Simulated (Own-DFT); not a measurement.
SiC (4H silicon carbide, atoms displaced) (calculated)

All values are calculated (Own-DFT development build). A calculation, not a measurement: plane-wave PBE density functional theory by an unreviewed code, no spin, of a simulated periodic cell, stress positive in tension, free energy of the whole cell less one offset for each atom, forces on such cells passed a denser k mesh, this cell's mesh not checked; offsets are fitted by least squares, one for each functional and potential file, so energies compare only between cells with the same atoms and settings and are not formation energies; the far tail of each file's local potential was reset to the Coulomb form; each entry is a single point on an unrelaxed cell, so the pressure reflects the starting lattice, mostly measured values (interpolated for alloys), from which strain is counted, and rises with the displacements; printed positions are rounded, which can move forces by about a meV/angstrom; the program, named Own-DFT, is a retired in-house code; no spin-orbit coupling.

### SiC (4H silicon carbide, atoms displaced)

```cif
# cell vector a (Å): 6.1654 0.0000 0.0000
# cell vector b (Å): -3.0827 5.3394 0.0000
# cell vector c (Å): 0.0000 0.0000 10.0681
data_SiC
_symmetry_space_group_name_H-M 'P 1'
_symmetry_Int_Tables_number 1
_cell_length_a 6.1654
_cell_length_b 6.1654
_cell_length_c 10.0681
_cell_angle_alpha 90.000
_cell_angle_beta 90.000
_cell_angle_gamma 120.000
_cell_volume 331.44
loop_
_atom_site_label
_atom_site_type_symbol
_atom_site_fract_x
_atom_site_fract_y
_atom_site_fract_z
_atom_site_occupancy
Si1 Si 0.99400 0.99813 0.42734 1
Si2 Si 0.16997 0.35143 0.15015 1
C1 C 0.02714 0.01212 0.10213 1
C2 C 0.17440 0.34221 0.35901 1
Si3 Si 0.97894 0.50084 0.41434 1
Si4 Si 0.14370 0.79595 0.16288 1
C3 C 0.99626 0.48356 0.08106 1
C4 C 0.17090 0.83264 0.35535 1
Si5 Si 0.51386 0.01154 0.41859 1
Si6 Si 0.68104 0.32376 0.15010 1
C5 C 0.48918 0.98215 0.10603 1
C6 C 0.69206 0.35437 0.33842 1
Si7 Si 0.49660 0.50435 0.39023 1
Si8 Si 0.64143 0.83002 0.16134 1
C7 C 0.51154 0.51236 0.09271 1
C8 C 0.70725 0.81408 0.32597 1
Si9 Si 0.99152 0.96693 0.90640 1
Si10 Si 0.81655 0.69036 0.64891 1
C9 C 0.01607 0.00985 0.60569 1
C10 C 0.80502 0.64103 0.84064 1
Si11 Si 0.96306 0.45520 0.89562 1
Si12 Si 0.84186 0.18034 0.67210 1
C11 C 0.00156 0.48101 0.58994 1
C12 C 0.85952 0.17980 0.84900 1
Si13 Si 0.50362 0.98768 0.91162 1
Si14 Si 0.30590 0.64979 0.66763 1
C13 C 0.52259 0.02021 0.58264 1
C14 C 0.31019 0.63541 0.83167 1
Si15 Si 0.48498 0.51628 0.91118 1
Si16 Si 0.34160 0.18363 0.66193 1
C15 C 0.52252 0.52148 0.59311 1
C16 C 0.33146 0.18802 0.83743 1
```

Settings of this run: functional PBE, potential files PseudoDojo norm-conserving, scalar-relativistic, standard set, wave cutoff 42 hartree, occupations Fermi-Dirac, smearing width 0.1 eV, hardware one NVIDIA H100 and k mesh 5 x 5 x 3 centred on Gamma.

It finds free energy of cell above offsets 5.348 eV; pressure 10.79 GPa; stress xx -6.47 GPa; stress yy -10.4 GPa; stress zz -15.49 GPa; stress yz -1.72 GPa; stress xz -4.31 GPa; stress xy -1.99 GPa; wall time 119.5 s.

Force:
| element | x (eV/Å) | y (eV/Å) | z (eV/Å) |
| --- | --- | --- | --- |
| Si | 1.702 | 1.06 | -4.384 |
| Si | 2.77 | -3.071 | 2.316 |
| C | -1.86 | -1.666 | -1.998 |
| C | -2.617 | -1.236 | -2.388 |
| Si | 4.834 | 1.351 | -0.394 |
| Si | -0.823 | 3.5 | 0.621 |
| C | -0.919 | 0.858 | 0.036 |
| C | 0.376 | 0.31 | 0.119 |
| Si | -0.188 | -0.742 | -6.539 |
| Si | -2.596 | 0.341 | 1.365 |
| C | -2.03 | 1.249 | -2.604 |
| C | -2.964 | -3.489 | -0.842 |
| Si | 2.032 | 0.141 | 2.772 |
| Si | 5.527 | 0.115 | -1.612 |
| C | -0.523 | -0.977 | 0.126 |
| C | -3.026 | 1.809 | 4.737 |
| Si | 1.015 | 2.382 | 1.482 |
| Si | 4.623 | -1.504 | 2.973 |
| C | -1.542 | 0.725 | 0.125 |
| C | 0.838 | 1.21 | -0.085 |
| Si | -0.642 | 10.93 | 3.248 |
| Si | -0.376 | -1.598 | -3.591 |
| C | -2.118 | 1.983 | 2.313 |
| C | -0.752 | -11.12 | -1.314 |
| Si | -1.932 | 0.652 | -0.92 |
| Si | 2.364 | 2.149 | -7.402 |
| C | -0.821 | -0.94 | 7.826 |
| C | -1.751 | 2.854 | 5.952 |
| Si | 2.343 | -2.651 | -0.541 |
| Si | 2.114 | 0.61 | -2.49 |
| C | -4.55 | -2.596 | -2.117 |
| C | 1.491 | -2.633 | 3.21 |
